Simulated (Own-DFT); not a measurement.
Simulation results for SiC (2H silicon carbide, strained, atoms displaced)

Computed with Own-DFT development build. A calculation, not a measurement: plane-wave PBE density functional theory by an unreviewed code, no spin, of a simulated periodic cell, stress positive in tension, free energy of the whole cell less one offset for each atom, forces on such cells passed a denser k mesh, this cell's mesh not checked; offsets are fitted by least squares, one for each functional and potential file, so energies compare only between cells with the same atoms and settings and are not formation energies; the far tail of each file's local potential was reset to the Coulomb form; each entry is a single point on an unrelaxed cell, so the pressure reflects the starting lattice, mostly measured values (interpolated for alloys), from which strain is counted, and rises with the displacements; printed positions are rounded, which can move forces by about a meV/angstrom; the program, named Own-DFT, is a retired in-house code; no spin-orbit coupling.

Settings shared by all entries: functional PBE; potential files PseudoDojo norm-conserving, scalar-relativistic, standard set; wave cutoff 42 hartree; occupations Fermi-Dirac; smearing width 0.1 eV; hardware one NVIDIA H100; k mesh 4 x 4 x 3 centred on Gamma.

(1) 
```cif
# cell vector a (Å): 9.4190 -0.0272 -0.1178
# cell vector b (Å): -4.7331 7.9461 0.1204
# cell vector c (Å): -0.1283 0.0773 9.9677
data_SiC
_symmetry_space_group_name_H-M 'P 1'
_symmetry_Int_Tables_number 1
_cell_length_a 9.4198
_cell_length_b 9.2497
_cell_length_c 9.9688
_cell_angle_alpha 88.495
_cell_angle_beta 91.455
_cell_angle_gamma 120.951
_cell_volume 744.58
loop_
_atom_site_label
_atom_site_type_symbol
_atom_site_fract_x
_atom_site_fract_y
_atom_site_fract_z
_atom_site_occupancy
Si1 Si 0.00170 0.00552 0.99601 1
Si2 Si 0.11598 0.22093 0.25412 1
C1 C 0.00481 0.00598 0.18775 1
C2 C 0.11070 0.22164 0.43812 1
Si3 Si 0.00329 0.00648 0.48673 1
Si4 Si 0.10217 0.21780 0.75440 1
C3 C 0.00086 0.00756 0.67883 1
C4 C 0.10835 0.22600 0.93278 1
Si5 Si 0.99823 0.32885 0.00361 1
Si6 Si 0.10174 0.56123 0.25186 1
C5 C 0.00767 0.33959 0.18577 1
C6 C 0.10954 0.55220 0.44775 1
Si7 Si 0.99116 0.32686 0.49462 1
Si8 Si 0.11223 0.55172 0.74701 1
C7 C 0.99503 0.32321 0.68810 1
C8 C 0.10217 0.55660 0.93552 1
Si9 Si 0.99441 0.66456 0.99045 1
Si10 Si 0.11583 0.88765 0.25379 1
C9 C 0.99373 0.65575 0.18675 1
C10 C 0.11230 0.89223 0.43000 1
Si11 Si 0.00364 0.67024 0.50623 1
Si12 Si 0.11200 0.89217 0.74533 1
C11 C 0.00787 0.66758 0.68604 1
C12 C 0.10935 0.88241 0.93816 1
Si13 Si 0.32445 0.00397 0.99672 1
Si14 Si 0.44353 0.22639 0.25324 1
C13 C 0.32710 0.98979 0.18900 1
C14 C 0.44543 0.22005 0.44492 1
Si15 Si 0.32733 0.99407 0.49826 1
Si16 Si 0.45108 0.22835 0.74876 1
C15 C 0.33559 0.00125 0.68822 1
C16 C 0.44355 0.23186 0.94422 1
Si17 Si 0.33392 0.33536 0.99829 1
Si18 Si 0.42887 0.55014 0.24579 1
C17 C 0.32668 0.32663 0.18842 1
C18 C 0.43898 0.55622 0.43646 1
Si19 Si 0.33746 0.32877 0.51018 1
Si20 Si 0.43635 0.55902 0.75263 1
C19 C 0.33065 0.33878 0.68995 1
C20 C 0.44866 0.57083 0.93451 1
Si21 Si 0.33353 0.67336 0.00629 1
Si22 Si 0.43539 0.88514 0.23877 1
C21 C 0.33149 0.65952 0.17870 1
C22 C 0.44527 0.88528 0.44470 1
Si23 Si 0.33890 0.67100 0.49776 1
Si24 Si 0.44747 0.89580 0.74406 1
C23 C 0.34242 0.67502 0.68848 1
C24 C 0.44825 0.90146 0.93873 1
Si25 Si 0.67394 0.00998 0.00665 1
Si26 Si 0.78654 0.22214 0.25168 1
C25 C 0.67221 0.99511 0.18727 1
C26 C 0.77159 0.22176 0.44464 1
Si27 Si 0.66793 0.99727 0.50116 1
Si28 Si 0.78203 0.20993 0.74434 1
C27 C 0.66641 0.00369 0.69170 1
C28 C 0.77542 0.21817 0.92910 1
Si29 Si 0.66231 0.33185 0.99843 1
Si30 Si 0.77870 0.55474 0.24636 1
C29 C 0.66518 0.34174 0.19541 1
C30 C 0.77940 0.55063 0.43747 1
Si31 Si 0.66802 0.33919 0.49828 1
Si32 Si 0.77795 0.55311 0.75254 1
C31 C 0.66740 0.33367 0.68965 1
C32 C 0.78238 0.56618 0.93636 1
Si33 Si 0.67288 0.67450 0.99656 1
Si34 Si 0.78857 0.90989 0.24648 1
C33 C 0.66558 0.66132 0.18724 1
C34 C 0.77729 0.89258 0.44412 1
Si35 Si 0.66056 0.67032 0.50091 1
Si36 Si 0.78557 0.89374 0.75960 1
C35 C 0.66100 0.66495 0.68553 1
C36 C 0.78162 0.89736 0.94748 1
_calc_free_energy_of_cell_above_offsets '-5.733'  # eV
_calc_pressure 5.53  # GPa
_calc_stress_xx 3.36  # GPa
_calc_stress_yy -8.14  # GPa
_calc_stress_zz -11.8  # GPa
_calc_stress_yz 2.79  # GPa
_calc_stress_xz -4.55  # GPa
_calc_stress_xy -0.84  # GPa
_calc_wall_time 358.1  # s
```

Force:
```tsv
element	x (eV/Å)	y (eV/Å)	z (eV/Å)
Si	0.959	-0.687	1.06
Si	-0.884	0.799	-0.837
C	0.636	-0.631	-0.166
C	0.16	1.652	-0.155
Si	-0.297	-1.825	2.064
Si	1.472	0.928	-2.383
C	0.781	-1.504	1.257
C	0.813	0.088	1.983
Si	-0.857	1.2	-1.802
Si	2.907	-1.373	0.542
C	-0.325	-1.064	1.643
C	-0.221	1.213	-1.698
Si	1.216	0.24	1.47
Si	0.237	0.38	0.241
C	0.23	1.401	-0.829
C	1.677	-0.433	0.265
Si	1.254	-0.437	1.917
Si	-1.507	-0.871	-2.666
C	-1.126	2.476	-0.921
C	-0.295	-0.405	2.641
Si	-0.535	-1.061	-1.952
Si	0.137	-0.024	0.243
C	-1.326	0.125	1.336
C	-1.586	2.152	-0.882
Si	2.078	-0.405	0.375
Si	0.573	-0.759	0.087
C	-0.577	2.169	-0.633
C	-0.62	0.25	-0.912
Si	1.229	0.612	0.44
Si	-0.985	-0.206	0.334
C	-1.073	0.452	-0.225
C	0.244	-0.94	-1.38
Si	-0.937	1.325	0.005
Si	3.292	0.342	0.801
C	0.344	0.595	-0.377
C	0.551	-0.575	-0.045
Si	-1.321	0.929	-1.932
Si	1.925	0.251	-0.839
C	0.278	-1.035	1.407
C	-0.018	-1.244	1.617
Si	-0.469	-0.007	-4.572
Si	2.602	-0.427	2.038
C	-2.21	1.088	3.605
C	-0.848	1.579	-2.377
Si	-0.545	-2.089	1.043
Si	0.265	-0.409	1.872
C	-1.705	-0.828	-0.491
C	-0.163	-0.414	0.377
Si	-0.991	-1.421	-1.999
Si	-1.751	0.48	0.047
C	-3.316	2.103	0.592
C	0.56	-0.245	-1.52
Si	-0.604	0.318	0.579
Si	-2.21	3.116	0.859
C	0.995	-2.66	-1.197
C	-0.069	1.582	2.096
Si	1.001	0.793	0.632
Si	-0.874	1.393	1.348
C	1.299	-3.129	-1.842
C	-0.752	2.605	-0.013
Si	0.247	-1.343	1.122
Si	-0.306	0.814	-1.588
C	0.848	-0.288	-0.093
C	-1.09	-1.599	0.066
Si	-0.75	-1.036	1.254
Si	1.803	-4.607	1.445
C	-0.962	1.304	0.118
C	0.509	0.452	-1.961
Si	1.319	-1.037	-0.895
Si	-1.049	-0.845	-2.078
C	0.61	0.415	1.706
C	0.102	0.244	-1.268
```

(2) 
```cif
# cell vector a (Å): 9.1455 0.1824 0.0069
# cell vector b (Å): -4.4148 8.0489 -0.0616
# cell vector c (Å): 0.0076 -0.0731 10.1755
data_SiC
_symmetry_space_group_name_H-M 'P 1'
_symmetry_Int_Tables_number 1
_cell_length_a 9.1473
_cell_length_b 9.1804
_cell_length_c 10.1758
_cell_angle_alpha 90.766
_cell_angle_beta 89.922
_cell_angle_gamma 117.602
_cell_volume 757.19
loop_
_atom_site_label
_atom_site_type_symbol
_atom_site_fract_x
_atom_site_fract_y
_atom_site_fract_z
_atom_site_occupancy
Si1 Si 0.00480 0.98849 0.00724 1
Si2 Si 0.11575 0.21884 0.25885 1
C1 C 0.99764 0.99517 0.18192 1
C2 C 0.11004 0.21417 0.43460 1
Si3 Si 0.00055 0.00028 0.50296 1
Si4 Si 0.12076 0.22553 0.74542 1
C3 C 0.99498 0.99848 0.68106 1
C4 C 0.11984 0.22451 0.93604 1
Si5 Si 0.99375 0.33163 0.00653 1
Si6 Si 0.12059 0.55338 0.24844 1
C5 C 0.99976 0.33646 0.18233 1
C6 C 0.11265 0.56467 0.43639 1
Si7 Si 0.99318 0.33547 0.50637 1
Si8 Si 0.10604 0.55525 0.74979 1
C7 C 0.99773 0.33175 0.69130 1
C8 C 0.10686 0.55237 0.93639 1
Si9 Si 0.99312 0.65524 0.00373 1
Si10 Si 0.12289 0.89976 0.24314 1
C9 C 0.99218 0.65354 0.18727 1
C10 C 0.11769 0.89015 0.44000 1
Si11 Si 0.01306 0.67107 0.50450 1
Si12 Si 0.11199 0.89679 0.74568 1
C11 C 0.99128 0.67264 0.68254 1
C12 C 0.10898 0.88635 0.93698 1
Si13 Si 0.33838 0.99369 0.99494 1
Si14 Si 0.45068 0.22724 0.24380 1
C13 C 0.34358 0.00209 0.18010 1
C14 C 0.44866 0.22082 0.43508 1
Si15 Si 0.33641 0.00152 0.49760 1
Si16 Si 0.44440 0.22388 0.75339 1
C15 C 0.34357 0.00435 0.67703 1
C16 C 0.44680 0.22539 0.93734 1
Si17 Si 0.33512 0.33895 0.00299 1
Si18 Si 0.44345 0.55004 0.25594 1
C17 C 0.33563 0.32588 0.18773 1
C18 C 0.45120 0.55891 0.43766 1
Si19 Si 0.33457 0.33241 0.50189 1
Si20 Si 0.44940 0.55791 0.74742 1
C19 C 0.33626 0.33033 0.68975 1
C20 C 0.44306 0.55597 0.93472 1
Si21 Si 0.32729 0.66298 0.99755 1
Si22 Si 0.45088 0.88827 0.25271 1
C21 C 0.33674 0.66214 0.18445 1
C22 C 0.45270 0.90197 0.44140 1
Si23 Si 0.33139 0.66605 0.49853 1
Si24 Si 0.45396 0.89383 0.74779 1
C23 C 0.33192 0.67081 0.69982 1
C24 C 0.44784 0.88104 0.94599 1
Si25 Si 0.66559 0.99842 0.00022 1
Si26 Si 0.77452 0.21550 0.24906 1
C25 C 0.66307 0.98531 0.19308 1
C26 C 0.77428 0.21491 0.43696 1
Si27 Si 0.67102 0.00845 0.48981 1
Si28 Si 0.78471 0.23745 0.74979 1
C27 C 0.66748 0.99432 0.68563 1
C28 C 0.77798 0.22234 0.94143 1
Si29 Si 0.66397 0.33636 0.00044 1
Si30 Si 0.76611 0.53556 0.24910 1
C29 C 0.67373 0.34299 0.18348 1
C30 C 0.77956 0.55525 0.44329 1
Si31 Si 0.66211 0.32355 0.49478 1
Si32 Si 0.76789 0.55647 0.74553 1
C31 C 0.66867 0.32851 0.68031 1
C32 C 0.76995 0.55035 0.93622 1
Si33 Si 0.66367 0.66904 0.99532 1
Si34 Si 0.77784 0.87594 0.24028 1
C33 C 0.66100 0.67174 0.18941 1
C34 C 0.77081 0.88617 0.43645 1
Si35 Si 0.66229 0.65460 0.50414 1
Si36 Si 0.77637 0.89107 0.75070 1
C35 C 0.65768 0.65885 0.69577 1
C36 C 0.79010 0.89424 0.93665 1
_calc_free_energy_of_cell_above_offsets '-5.489'  # eV
_calc_pressure 2.11  # GPa
_calc_stress_xx -9.34  # GPa
_calc_stress_yy 3.83  # GPa
_calc_stress_zz -0.82  # GPa
_calc_stress_yz -2.59  # GPa
_calc_stress_xz 0.22  # GPa
_calc_stress_xy 8.2  # GPa
_calc_wall_time 366.6  # s
```

Force:
```tsv
element	x (eV/Å)	y (eV/Å)	z (eV/Å)
Si	-1.687	2.859	-2.433
Si	-1.069	-0.09	-3.176
C	0.272	0.8	2.225
C	-0.49	1.515	2.293
Si	-0.681	-1.185	-1.794
Si	-1.269	-1.073	1.611
C	0.128	1.08	1.556
C	-0.996	-0.694	0.512
Si	1.725	-0.135	-2.545
Si	-1.884	0.381	-0.271
C	0.846	-1.284	3.058
C	2.398	-2.523	-0.217
Si	1.171	-0.124	-1.429
Si	-0.07	0.761	0.372
C	0.679	1.081	-0.801
C	0.277	-0.529	0.104
Si	-0.749	1.154	-0.708
Si	0.094	-2.49	1.166
C	0.317	1.462	0.537
C	-0.306	0.119	-1.022
Si	-3.511	0.859	-1.183
Si	1.051	-0.93	0.337
C	1.203	-0.437	1.713
C	2.346	-1.223	-0.678
Si	-1.583	1.113	0.23
Si	1.164	-1.586	0.922
C	-0.489	0.215	0.912
C	-0.886	0.017	-0.693
Si	-0.856	0.76	-0.331
Si	1.827	-0.844	-0.787
C	-1.434	0.023	2.807
C	0.252	-1.019	0.3
Si	-0.157	-0.563	-0.948
Si	0.374	0.529	-1.535
C	-1.728	1.5	0.354
C	-1.252	-1.554	0.826
Si	0.136	-0.059	-0.54
Si	-2.119	-1.198	1.344
C	-0.794	1.381	-1.275
C	0.412	-0.243	0.345
Si	0.454	-0.255	0.19
Si	-0.897	-0.798	-0.141
C	-0.716	0.28	0.958
C	0.381	-2.609	-1.432
Si	0.506	1.404	1.202
Si	-0.665	-0.461	0.586
C	0.037	-0.687	-2.317
C	-0.081	0.542	-2.228
Si	0.951	0.193	0.478
Si	0.815	0.238	-0.466
C	-0.124	2.555	-1.549
C	0.808	2.155	-0.998
Si	0.496	-2.497	2.438
Si	0.531	-3.297	1.102
C	-0.709	2.151	-0.422
C	-0.495	-0.165	-0.444
Si	0.466	-0.241	-0.892
Si	0.339	6.109	1.807
C	-0.47	-4.686	-0.207
C	1.183	-1.489	-1.167
Si	-0.124	1.914	0.835
Si	2.811	-1.411	0.898
C	-1.957	1.314	0.743
C	0.7	0.436	-0.35
Si	-0.022	0.142	0.806
Si	0.143	1.953	2.936
C	1.233	-3.638	-1.295
C	2.093	-0.682	-0.296
Si	-0.128	2.674	-0.077
Si	1.168	-0.435	-0.003
C	-0.319	2.347	-2.156
C	-1.07	-0.882	0.305
```

(3) 
```cif
# cell vector a (Å): 9.3404 -0.1119 0.0682
# cell vector b (Å): -4.7671 8.1381 0.1188
# cell vector c (Å): 0.0742 0.1922 10.0233
data_SiC
_symmetry_space_group_name_H-M 'P 1'
_symmetry_Int_Tables_number 1
_cell_length_a 9.3413
_cell_length_b 9.4323
_cell_length_c 10.0254
_cell_angle_alpha 88.545
_cell_angle_beta 89.171
_cell_angle_gamma 121.037
_cell_volume 756.24
loop_
_atom_site_label
_atom_site_type_symbol
_atom_site_fract_x
_atom_site_fract_y
_atom_site_fract_z
_atom_site_occupancy
Si1 Si 0.99719 0.99447 0.00112 1
Si2 Si 0.10681 0.22159 0.24748 1
C1 C 0.99112 0.99775 0.19502 1
C2 C 0.11363 0.22230 0.43930 1
Si3 Si 0.00796 0.00682 0.49774 1
Si4 Si 0.10422 0.22063 0.74936 1
C3 C 0.00478 0.01200 0.68313 1
C4 C 0.10482 0.20925 0.93345 1
Si5 Si 0.00091 0.33320 0.99908 1
Si6 Si 0.11977 0.56546 0.24724 1
C5 C 0.99564 0.33096 0.18414 1
C6 C 0.11378 0.54713 0.43552 1
Si7 Si 0.00649 0.33256 0.50133 1
Si8 Si 0.11654 0.56153 0.75075 1
C7 C 0.00811 0.32876 0.68322 1
C8 C 0.11253 0.55040 0.93450 1
Si9 Si 0.99739 0.66340 0.00103 1
Si10 Si 0.10729 0.87917 0.25136 1
C9 C 0.98946 0.65496 0.19446 1
C10 C 0.11004 0.87845 0.43613 1
Si11 Si 0.00032 0.66008 0.49745 1
Si12 Si 0.11535 0.88739 0.74823 1
C11 C 0.00397 0.67120 0.68759 1
C12 C 0.10938 0.88806 0.93196 1
Si13 Si 0.32227 0.98288 0.99150 1
Si14 Si 0.45094 0.22120 0.24112 1
C13 C 0.33292 0.00091 0.19579 1
C14 C 0.43934 0.22528 0.43829 1
Si15 Si 0.34074 0.00746 0.49939 1
Si16 Si 0.44484 0.21913 0.76116 1
C15 C 0.33017 0.99864 0.68282 1
C16 C 0.45069 0.22713 0.94867 1
Si17 Si 0.33171 0.33684 0.00271 1
Si18 Si 0.45399 0.56723 0.24987 1
C17 C 0.33455 0.33616 0.19000 1
C18 C 0.44949 0.55501 0.43773 1
Si19 Si 0.34009 0.33046 0.49028 1
Si20 Si 0.44449 0.56324 0.74507 1
C19 C 0.32616 0.33189 0.69281 1
C20 C 0.43961 0.55782 0.93455 1
Si21 Si 0.33584 0.66931 0.98736 1
Si22 Si 0.43977 0.89136 0.25188 1
C21 C 0.32883 0.65960 0.18973 1
C22 C 0.44435 0.88660 0.44178 1
Si23 Si 0.32104 0.64965 0.50044 1
Si24 Si 0.43690 0.87104 0.74380 1
C23 C 0.33350 0.66493 0.68751 1
C24 C 0.44356 0.89208 0.94174 1
Si25 Si 0.66651 0.00704 0.99939 1
Si26 Si 0.78864 0.23246 0.24936 1
C25 C 0.66899 0.99426 0.19548 1
C26 C 0.78181 0.22398 0.43701 1
Si27 Si 0.67335 0.00664 0.50541 1
Si28 Si 0.77726 0.21776 0.74523 1
C27 C 0.66560 0.00196 0.69466 1
C28 C 0.77516 0.22812 0.93262 1
Si29 Si 0.65508 0.33084 0.01040 1
Si30 Si 0.78589 0.55969 0.25364 1
C29 C 0.66789 0.32580 0.17982 1
C30 C 0.78153 0.56342 0.43221 1
Si31 Si 0.67425 0.33636 0.49854 1
Si32 Si 0.77793 0.54672 0.74468 1
C31 C 0.66682 0.33723 0.68534 1
C32 C 0.77339 0.55196 0.93680 1
Si33 Si 0.65467 0.66913 0.99766 1
Si34 Si 0.77456 0.89374 0.24527 1
C33 C 0.66329 0.67432 0.19318 1
C34 C 0.78651 0.90501 0.44617 1
Si35 Si 0.66039 0.67021 0.50598 1
Si36 Si 0.77701 0.88940 0.74633 1
C35 C 0.66590 0.67919 0.68531 1
C36 C 0.77448 0.88375 0.93956 1
_calc_free_energy_of_cell_above_offsets '-5.049'  # eV
_calc_pressure 2.5  # GPa
_calc_stress_xx -0.15  # GPa
_calc_stress_yy 0.69  # GPa
_calc_stress_zz -8.06  # GPa
_calc_stress_yz 6.19  # GPa
_calc_stress_xz 2.62  # GPa
_calc_stress_xy -6.02  # GPa
_calc_wall_time 364.2  # s
```

Force:
```tsv
element	x (eV/Å)	y (eV/Å)	z (eV/Å)
Si	-0.523	-0.189	0.285
Si	0.542	0.074	0.638
C	2.536	0.187	-1.675
C	0.212	0.959	-1.322
Si	0.051	-1.621	0.106
Si	1.854	-0.262	0
C	0.659	-2.192	0.975
C	-0.349	1.923	1.533
Si	-0.304	-1.434	-0.843
Si	-0.991	-2.833	0.449
C	1.858	1.72	0.214
C	-1.683	0.612	0.02
Si	-0.235	-1.081	-0.903
Si	-1.086	-1.903	-0.727
C	-2.591	1.685	1.056
C	-0.72	1.34	0.704
Si	-0.4	-0.755	-0.664
Si	-0.986	1.256	0.268
C	3.029	2.541	-2.25
C	-0.137	1.614	0.768
Si	0.053	0.567	0.265
Si	-2.084	0.773	-1.158
C	0.353	-1.131	-0.291
C	-0.22	-0.91	1.381
Si	0.025	2.959	2.264
Si	-2.054	0.214	1.686
C	-0.293	-1.089	-2.273
C	3.396	-0.559	-1.521
Si	-0.492	-1.793	-0.903
Si	-1.033	0.677	-1.574
C	1.613	0.29	1.8
C	-2.321	-1.976	-1.211
Si	-0.082	-1.016	-0.675
Si	-1.835	-2.331	0.585
C	0.432	0.282	-0.253
C	-1.188	0.154	0.24
Si	-2.34	0.94	2.443
Si	0.956	-2.447	0.539
C	1.916	0.739	-0.878
C	0.208	-0.166	-0.172
Si	-0.482	-0.612	2.646
Si	1.485	-0.821	0.428
C	1.077	2.293	-1.53
C	0.025	0.069	0.274
Si	1.798	2.562	-0.604
Si	-0.739	4.011	0.812
C	-0.35	-0.826	-0.675
C	0.6	-0.967	-1.745
Si	0.99	-0.461	0.502
Si	-1.467	-2.696	0.231
C	-2.767	2.355	-1.907
C	-0.248	0.985	0.465
Si	-0.663	-1.158	-0.835
Si	-0.354	1.442	0.757
C	-0.014	-0.82	-0.865
C	0.381	-0.118	0.973
Si	2.774	1.076	-4.366
Si	-3.98	-1.697	-0.941
C	0.375	1.573	4.451
C	-0.2	-0.841	2.372
Si	-1.319	-0.039	-0.504
Si	-1.164	1.906	1.327
C	0.732	-1.351	-0.045
C	-0.553	0.52	0.463
Si	2.101	-0.87	0.726
Si	0.778	-1.182	2.781
C	2.708	-0.272	-1.631
C	-0.2	-1.881	-1.433
Si	1.565	1.313	-2.01
Si	0.682	1.172	0.695
C	1.296	-1.957	1.026
C	-0.612	1.476	-0.767
```
